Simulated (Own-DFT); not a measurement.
# Strain and stress in 4H SiC, 32 atoms (C16Si16)

Calculated results; nothing here was measured. The program, named Own-DFT, is a retired in-house plane-wave density functional code that no person has reviewed. Each row is one single-point run on a periodic cell that was not relaxed, without spin or spin-orbit coupling.

Settings of every run: PBE; PseudoDojo norm-conserving scalar-relativistic files; cutoff 42 hartree; 5 x 5 x 3 k mesh centred on Gamma; Fermi-Dirac smearing of 0.1 eV.

Known limits: forces on such cells passed a denser k mesh, each cell not checked; stress not checked against mesh or cutoff.

Unstrained cell vectors in Å: (6.165, 0.000, 0.000); (-3.083, 5.339, 0.000); (0.000, 0.000, 10.068). The unstrained cell has measured lattice constants (interpolated for alloys), not those of this functional. That, the random moves and any unrelaxed bonds set the pressure at no strain. Each run strains this cell uniformly, with the atoms carried along. Every atom was also moved at random, by a Gaussian of width 0.05 Å on each axis. Strain is the symmetric tensor, in per cent. Stress is positive in tension, and the pressure is minus a third of its trace.

```
run,e_xx (%),e_yy (%),e_zz (%),e_yz (%),e_xz (%),e_xy (%),s_xx (GPa),s_yy (GPa),s_zz (GPa),s_yz (GPa),s_xz (GPa),s_xy (GPa),P (GPa),E (meV/atom)
1,-1.69,0.71,0.06,-0.26,-1.59,-0.38,-12.28,-1.26,-7.80,-1.76,-4.84,-0.76,7.12,2.6
2,-0.83,-0.23,0.72,-1.05,-0.07,-1.57,-9.37,-8.79,-1.24,-3.89,-1.12,-7.25,6.46,35.0
3,1.80,-1.23,0.94,-1.16,-0.55,1.81,5.28,-10.38,-2.82,-2.88,-2.17,7.70,2.64,51.1
4,1.51,-1.11,-1.16,1.87,-1.63,-1.82,3.61,-8.67,-17.65,6.04,-4.76,-8.07,7.57,69.6
5,0.88,-0.37,-1.59,-1.62,-0.46,0.21,-1.41,-6.16,-14.27,-6.10,-1.15,0.06,7.28,17.7
6,0.57,-0.34,-0.08,-1.43,1.87,1.35,-2.15,-5.64,-9.67,-4.54,7.13,6.73,5.82,50.1
7,1.27,-0.37,0.25,-1.38,0.86,1.85,-0.71,-5.10,-1.90,-4.55,2.84,7.64,2.57,15.9
8,1.93,-0.07,-0.45,-1.54,1.29,1.47,0.40,-2.10,-5.80,-4.78,3.60,7.38,2.50,37.4
9,-0.68,1.47,0.46,0.48,-1.92,-1.82,-6.96,1.63,-1.55,1.44,-6.15,-9.07,2.30,3.5
10,-0.70,-1.33,0.62,1.95,0.48,-0.72,-8.76,-12.72,-4.15,7.20,1.92,-2.09,8.54,17.7
11,0.75,1.33,-0.46,0.72,0.51,-1.88,-0.77,2.91,-8.74,1.97,0.98,-7.53,2.20,30.1
12,0.25,-0.88,1.79,0.28,-1.16,-1.10,-4.27,-8.41,5.18,0.59,-4.23,-5.48,2.50,0.0
13,-0.65,0.93,-1.72,1.10,1.54,1.42,-8.76,-1.75,-15.75,4.23,6.54,5.09,8.76,27.3
14,1.62,-0.73,-1.19,-1.59,0.17,-1.78,4.55,-8.42,-15.02,-4.15,0.84,-7.67,6.30,25.0
15,1.08,0.65,-0.27,-1.80,1.56,1.19,1.48,-1.81,-7.04,-3.63,5.29,2.68,2.46,52.3
16,-1.98,1.94,-0.26,-1.41,-0.55,-0.80,?,?,?,?,?,?,?,?
```

E is the free energy for each atom above the lowest run shown.

## Worked fit

Each stress component was fitted by least squares to a constant and the strains of the runs shown, as fractions, with shears doubled. Shear strains stay in the fit of a normal stress only where such slopes are resolved. The slopes, in GPa:

```
stress,at no strain,per e_xx,per e_yy,per e_zz,scatter
s_xx,-4.9,467 ± 46,2 ± 57,-3 ± 50,1.69
s_yy,-5.0,102 ± 31,523 ± 39,13 ± 34,1.14
s_zz,-6.4,59 ± 58,147 ± 71,659 ± 63,2.12
```

Each shear stress against twice its own strain: yz 168 ± 11, xz 162 ± 7, xy 212 ± 15 GPa. These are stiffnesses along x, y and z of the frame in which the cell vectors are given, which need not be the crystal's axes. The atoms are held to the strained lattice; where symmetry lets them move under strain, relaxing them would lower some slopes. The table should be nearly symmetric about its diagonal, and what it lacks of that shows the noise. A ninth of its sum, 219 ± 9 GPa, estimates the bulk modulus near the mean pressure of these runs, 5.0 GPa, so it lies above the value at zero pressure.

## Withheld run

Question: what normal stresses and pressure should run 16 give?

The fit gives s_xx = -14.1, s_yy = 3.1, s_zz = -6.5 and P = 5.8 GPa. The calculation gave -14.45, 4.47, -7.55 and P = 5.84 GPa.
